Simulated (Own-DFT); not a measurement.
# How strain changes the stress of C40 NbSi2, 36 atoms (Nb12Si24)

Calculated results; nothing here was measured. The program, named Own-DFT, is a retired in-house plane-wave density functional code that no person has reviewed. Each row is one single-point run on a periodic cell that was not relaxed, without spin or spin-orbit coupling.

Settings of every run: PBEsol; PseudoDojo norm-conserving scalar-relativistic files, made for PBE; cutoff 42 hartree; 4 x 4 x 5 k mesh centred on Gamma; cold (Marzari-Vanderbilt) smearing of 0.2 eV.

Known limits: forces on such cells failed a check on a denser k mesh; stress not checked against mesh or cutoff.

Unstrained cell vectors in Å: (0.000, 8.324, 0.000); (-9.613, 0.000, 0.000); (0.000, 0.000, 6.586). The unstrained cell was taken from the Materials Project. The random moves and any unrelaxed bonds add to the pressure at no strain. Each run strains this cell uniformly, with the atoms carried along. Every atom was also moved at random, by a Gaussian of width 0.05 Å on each axis. Strain is the symmetric tensor, in per cent. Stress is positive in tension, and the pressure is minus a third of its trace.

```
run,e_xx (%),e_yy (%),e_zz (%),e_yz (%),e_xz (%),e_xy (%),s_xx (GPa),s_yy (GPa),s_zz (GPa),s_yz (GPa),s_xz (GPa),s_xy (GPa),P (GPa),E (meV/atom)
1,1.03,1.55,1.38,-1.67,1.42,-1.70,5.97,8.12,6.73,-4.49,4.21,-4.88,-6.94,41.4
2,-0.19,1.88,-0.11,0.15,-1.47,1.50,1.04,7.39,0.50,0.92,-4.47,3.98,-2.98,29.4
3,-1.49,-1.37,-0.58,1.86,-1.19,-1.16,-6.18,-4.98,-5.74,6.19,-4.12,-3.93,5.63,19.5
4,1.24,-0.55,-0.52,-1.44,0.11,0.80,5.92,-0.31,-2.04,-4.70,0.62,2.32,-1.19,5.0
5,1.38,-1.32,1.22,1.53,-1.57,-0.62,6.25,-2.45,5.67,4.37,-4.26,-1.53,-3.16,21.5
6,-1.01,1.39,-1.69,1.24,0.00,-1.07,-3.06,4.87,-8.07,4.40,0.07,-2.73,2.09,14.0
7,0.30,-0.48,1.70,0.64,-0.58,0.46,3.19,1.66,6.84,1.38,-1.44,1.25,-3.90,11.0
8,1.05,0.16,-0.08,-0.09,0.66,-1.48,5.03,2.22,-0.76,0.11,1.83,-4.52,-2.16,25.9
9,-0.01,-1.56,-0.48,0.94,-2.00,-1.86,-0.12,-4.97,-4.23,3.08,-6.51,-5.36,3.11,19.6
10,-0.30,1.95,1.29,1.61,-1.37,1.56,1.84,8.83,5.58,4.01,-3.69,4.56,-5.41,38.2
11,-1.44,1.39,1.48,0.49,-0.86,-1.92,-2.12,5.84,5.95,1.26,-2.39,-5.18,-3.22,30.3
12,0.76,-0.99,-0.48,-0.06,0.58,0.32,3.07,-1.19,-2.60,-0.31,1.30,0.44,0.24,0.0
13,1.36,-0.22,1.63,0.06,1.71,-0.56,6.48,2.72,7.91,-0.32,4.56,-1.83,-5.70,19.8
14,1.05,0.99,-0.63,-0.83,1.76,1.42,5.64,4.68,-2.00,-2.66,5.97,4.00,-2.77,21.3
15,1.51,-1.75,-0.19,1.23,-1.53,0.79,5.26,-3.91,-1.39,3.62,-4.98,2.63,0.01,15.4
16,1.14,1.54,-1.00,-0.68,-1.62,0.67,?,?,?,?,?,?,?,?
```

E is the free energy for each atom above the lowest run shown.

## Worked fit

Each stress component was fitted by least squares to a constant and the strains of the runs shown, as fractions, with shears doubled. Shear strains stay in the fit of a normal stress only where such slopes are resolved. The slopes, in GPa:

```
stress  at no strain  per e_xx  per e_yy  per e_zz  scatter
  s_xx           1.0  377 ± 13   59 ± 10   56 ± 12     0.48
  s_yy           1.3   63 ± 14  349 ± 11   63 ± 13     0.50
  s_zz          -0.7   85 ± 13   63 ± 10  448 ± 12     0.47
```

Each shear stress against twice its own strain: yz 148 ± 7, xz 148 ± 7, xy 139 ± 4 GPa. These are stiffnesses along x, y and z of the frame in which the cell vectors are given, which need not be the crystal's axes. The atoms are held to the strained lattice; where symmetry lets them move under strain, relaxing them would lower some slopes. The table should be nearly symmetric about its diagonal, and what it lacks of that shows the noise. A ninth of its sum, 174 ± 5 GPa, estimates the bulk modulus near the mean pressure of these runs, -1.8 GPa.

## Withheld run

Question: what normal stresses and pressure should run 16 give?

The fit gives s_xx = 5.7, s_yy = 6.7, s_zz = -3.2 and P = -3.1 GPa. The calculation gave 5.21, 6.78, -3.61 and P = -2.80 GPa.
